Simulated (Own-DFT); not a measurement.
# How strain changes the stress of 4H SiC, 72 atoms (C36Si36)

Calculated results; nothing here was measured. They come from Own-DFT, an in-house plane-wave density functional program, since retired, whose code no person has reviewed. Each row is one single-point run on a periodic cell that was not relaxed, without spin or spin-orbit coupling.

Settings of every run: PBE; PseudoDojo norm-conserving scalar-relativistic files; cutoff 42 hartree; 4 x 4 x 3 k mesh centred on Gamma; Fermi-Dirac smearing of 0.1 eV.

Known limits: forces on such cells passed a denser k mesh, each cell not checked; stress not checked against mesh or cutoff.

Unstrained cell vectors in Å: (9.248, 0.000, 0.000); (-4.624, 8.009, 0.000); (0.000, 0.000, 10.068). The unstrained cell has measured lattice constants (interpolated for alloys), not those of this functional. That, the random moves and any unrelaxed bonds set the pressure at no strain. Each run strains this cell uniformly, with the atoms carried along. Every atom was also moved at random, by a Gaussian of width 0.05 Å on each axis. Strain is the symmetric tensor, in per cent. Stress is positive in tension, and the pressure is minus a third of its trace.

```
run,e_xx (%),e_yy (%),e_zz (%),e_yz (%),e_xz (%),e_xy (%),s_xx (GPa),s_yy (GPa),s_zz (GPa),s_yz (GPa),s_xz (GPa),s_xy (GPa),P (GPa),E (meV/atom)
1,1.21,0.33,1.42,-0.45,1.54,-0.28,2.14,-1.46,2.71,-1.49,4.70,-0.66,-1.13,0.3
2,-0.22,0.22,-1.82,1.51,0.77,0.28,-5.22,-3.54,-20.00,3.95,2.81,1.58,9.59,17.8
3,-0.37,0.06,-1.80,-1.13,0.14,1.32,-9.31,-5.24,-15.96,-3.77,0.27,5.19,10.17,23.4
4,1.66,1.57,-1.04,0.46,0.02,-1.58,5.55,5.28,-13.56,1.43,0.09,-6.90,0.91,9.1
5,-0.98,0.97,-0.04,0.33,0.52,-1.37,-9.21,1.08,-8.45,0.87,1.62,-6.93,5.52,10.6
6,0.71,1.60,-1.40,0.95,1.56,-1.01,0.10,3.26,-13.49,2.22,4.06,-4.90,3.38,15.7
7,-1.93,1.59,-1.50,1.55,0.86,-0.93,-15.82,2.15,-16.13,5.61,3.24,-5.53,9.93,19.8
8,-2.00,-0.21,0.05,1.99,-1.49,-0.56,-17.80,-7.29,-6.13,7.08,-6.24,-1.92,10.41,19.8
9,0.48,-1.75,-1.11,1.87,0.32,-0.41,-3.56,-14.32,-16.56,6.29,0.78,-2.06,11.48,40.7
10,0.08,0.65,-0.19,-0.86,-1.91,-1.65,-2.22,-2.47,-7.51,-2.78,-6.15,-6.71,4.07,16.2
11,0.30,1.84,-0.34,1.90,-1.54,-0.08,-0.64,5.57,-8.60,6.47,-4.99,-0.92,1.22,0.0
12,1.74,-0.78,-0.71,-1.87,-0.06,-1.94,2.22,-6.99,-11.85,-6.34,0.33,-8.12,5.54,40.9
13,0.97,-1.92,-1.96,2.00,-1.78,1.97,-4.02,-18.55,-18.56,8.47,-7.26,10.92,13.71,73.4
14,-0.02,0.13,0.68,0.45,-0.24,-0.25,-5.07,-3.52,-2.21,1.15,-1.55,-3.01,3.60,8.8
15,-1.89,-0.46,1.36,0.05,0.30,-1.64,-16.16,-7.67,0.04,-0.36,0.37,-7.40,7.93,25.5
16,1.94,-0.75,0.88,1.64,1.31,1.51,4.87,-6.89,-1.15,4.73,4.56,6.93,1.06,14.1
17,-1.58,-1.14,0.60,1.90,1.77,-1.24,?,?,?,?,?,?,?,?
```

E is the free energy for each atom above the lowest run shown.

## Worked fit

Each stress component was fitted by least squares to a constant and the strains of the runs shown, as fractions, with shears doubled. Shear strains stay in the fit of a normal stress only where such slopes are resolved. The slopes, in GPa:

```
stress,at no strain,per e_xx,per e_yy,per e_zz,scatter
s_xx,-5.3,571 ± 24,134 ± 26,41 ± 27,1.16
s_yy,-4.7,65 ± 22,576 ± 24,65 ± 24,1.06
s_zz,-7.1,21 ± 27,42 ± 31,615 ± 31,1.35
```

Each shear stress against twice its own strain: yz 168 ± 7, xz 169 ± 8, xy 220 ± 13 GPa. These are stiffnesses along x, y and z of the frame in which the cell vectors are given, which need not be the crystal's axes. The atoms are held to the strained lattice; where symmetry lets them move under strain, relaxing them would lower some slopes. The table should be nearly symmetric about its diagonal, and what it lacks of that shows the noise. A ninth of its sum, 237 ± 6 GPa, estimates the bulk modulus near the mean pressure of these runs, 6.1 GPa, so it lies above the value at zero pressure.

## Withheld run

Question: what normal stresses and pressure should run 17 give?

The fit gives s_xx = -15.6, s_yy = -11.9, s_zz = -4.2 and P = 10.6 GPa. The calculation gave -13.81, -13.13, -3.31 and P = 10.08 GPa.
